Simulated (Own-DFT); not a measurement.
# Point defects and the pressure they add: zincblende GaAs

Everything here is calculated. The program is Own-DFT (plane waves, in-house, since retired, never reviewed by a person); positions were held fixed, and spin and spin-orbit coupling were off.

Settings: PBE; PseudoDojo norm-conserving scalar-relativistic files; cutoff 42 hartree; 3 x 3 x 3 k mesh centred on Gamma; Fermi-Dirac smearing of 0.1 eV.

Keep in mind (not all hold for every row): not probed for a lower state with spin; forces not confirmed at this smearing and k mesh; stress not checked against mesh or cutoff.

All runs share one cell, with vectors in Å (11.737, 0.000, 0.000); (0.000, 11.737, 0.000); (0.000, 0.000, 10.919) and a volume of 1504.3 Å³, strained against the parent crystal. u is the rms random offset of the atoms per axis. The defect's site can differ from row to row.

```
                             cell     formula   u (Å)  P (GPa)
                        no defect    As32Ga32  0.0281     0.73
                        no defect    As32Ga32  0.0281     0.75
                        no defect    As32Ga32  0.0509     1.05
one As vacancy and one Ga vacancy    As31Ga31  0.0296     0.46
one As vacancy and one Ga vacancy    As31Ga31  0.0473     0.70
one As vacancy and one Ga vacancy    As31Ga31  0.0500     0.50
              one Al on a Ga site  AlAs32Ga31  0.0274     0.71
              one Al on a Ga site  AlAs32Ga31  0.0308     0.77
              one Al on a Ga site  AlAs32Ga31  0.0494        ?
              one Al on a Ga site  AlAs32Ga31  0.0494     1.11
              one In on a Ga site  As32Ga31In  0.0288     1.31
              one In on a Ga site  As32Ga31In  0.0304     1.37
              one In on a Ga site  As32Ga31In  0.0491     1.62
              one P on an As site   As31Ga32P  0.0300     0.50
              one P on an As site   As31Ga32P  0.0323     0.54
              one P on an As site   As31Ga32P  0.0476     0.84
```

## What the rows give

P = P0 + c u² + a shift for each defect gives P0 = 0.60 GPa, c = 178 ± 27 GPa/Å² and a scatter of 0.08 GPa. The shifts, and each times the cell's volume:

- one In on a Ga site: 0.59 ± 0.06 GPa, 5.5 eV
- one Al on a Ga site: 0.02 ± 0.06 GPa, 0.2 eV (not resolved)
- one P on an As site: -0.22 ± 0.06 GPa, -2.0 eV
- one As vacancy and one Ga vacancy: -0.38 ± 0.06 GPa, -3.5 eV

A positive shift means that the defect pushes the cell outwards. Shift times volume (160.2 GPa Å³ is 1 eV) depends little on the cell's size, so, taken for each site, it can be compared between cells at like pressure. The atoms around the defects weren't relaxed, which would change these numbers.

## Prediction

Asked: what pressure belongs in the blank (one Al on a Ga site, u = 0.0494 Å)?

The fit gives 1.05 ± 0.09 GPa. The hidden result is 1.01 GPa.
